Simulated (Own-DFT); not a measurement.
# Strain and stress in wurtzite GaN, 96 atoms (Ga48N48)

These are calculations, not measurements. They come from Own-DFT, an in-house plane-wave density functional program, since retired, whose code no person has reviewed. Each row is one single-point run on a periodic cell that was not relaxed, without spin or spin-orbit coupling.

Settings of every run: PBE; PseudoDojo norm-conserving scalar-relativistic files (stringent for Ga); cutoff 96 hartree; 3 x 4 x 3 k mesh centred on Gamma; Gaussian smearing of 0.01 eV.

Known limits: forces on such cells passed a denser k mesh, each cell not checked; stress not checked against mesh or cutoff.

Unstrained cell vectors in Å: (12.756, 0.000, 0.000); (-4.784, 8.285, 0.000); (0.000, 0.000, 10.370). The unstrained cell has measured lattice constants (interpolated for alloys), not those of this functional. That, the random moves and any unrelaxed bonds set the pressure at no strain. Each run strains this cell uniformly, with the atoms carried along. Every atom was also moved at random, by a Gaussian of width 0.05 Å on each axis. Strain is the symmetric tensor, in per cent. Stress is positive in tension, and the pressure is minus a third of its trace.

| run | e_xx (%) | e_yy (%) | e_zz (%) | s_xx (GPa) | s_yy (GPa) | s_zz (GPa) | P (GPa) | E (meV/atom) |
|---|---|---|---|---|---|---|---|---|
| 1 | 0.00 | 0.00 | 1.00 | -8.10 | -5.05 | -2.43 | 5.19 | 8.3 |
| 2 | 0.00 | 0.00 | 2.25 | -4.90 | -5.90 | 2.57 | 2.75 | 0.0 |
| 3 | 0.00 | 0.00 | -0.75 | -6.24 | -7.48 | -12.16 | 8.63 | 23.6 |
| 4 | 0.00 | 0.00 | 0.50 | -4.91 | -7.84 | -4.79 | 5.85 | 5.6 |
| 5 | 0.00 | 0.00 | -1.00 | -8.27 | -6.58 | -12.29 | 9.05 | 18.3 |
| 6 | 0.00 | 0.00 | -2.00 | -8.37 | -7.55 | -18.40 | 11.44 | 33.0 |
| 7 | 0.00 | 0.00 | 2.50 | -6.46 | -3.92 | 2.82 | 2.52 | 7.2 |
| 8 | 0.00 | 0.00 | 2.00 | -5.30 | -5.37 | 0.70 | 3.32 | 5.6 |
| 9 | 0.00 | 0.00 | -1.50 | ? | ? | ? | ? | ? |

E is the free energy for each atom above the lowest run shown.

## Worked fit

The change of volume is close to e_xx + e_yy + e_zz. A straight line through the runs shown gives P = 7.20 - 197 x (fractional change of volume) GPa, with an error of 5 on the slope and a scatter of 0.23 GPa. The strain isn't the same on all axes and the cell isn't cubic, so the slope belongs to this path and is not the bulk modulus.

## Withheld run

Question: what pressure should run 9 give? Its volume changes by -1.50 %.

The line gives 10.2 GPa. The calculation gave 9.99 GPa.
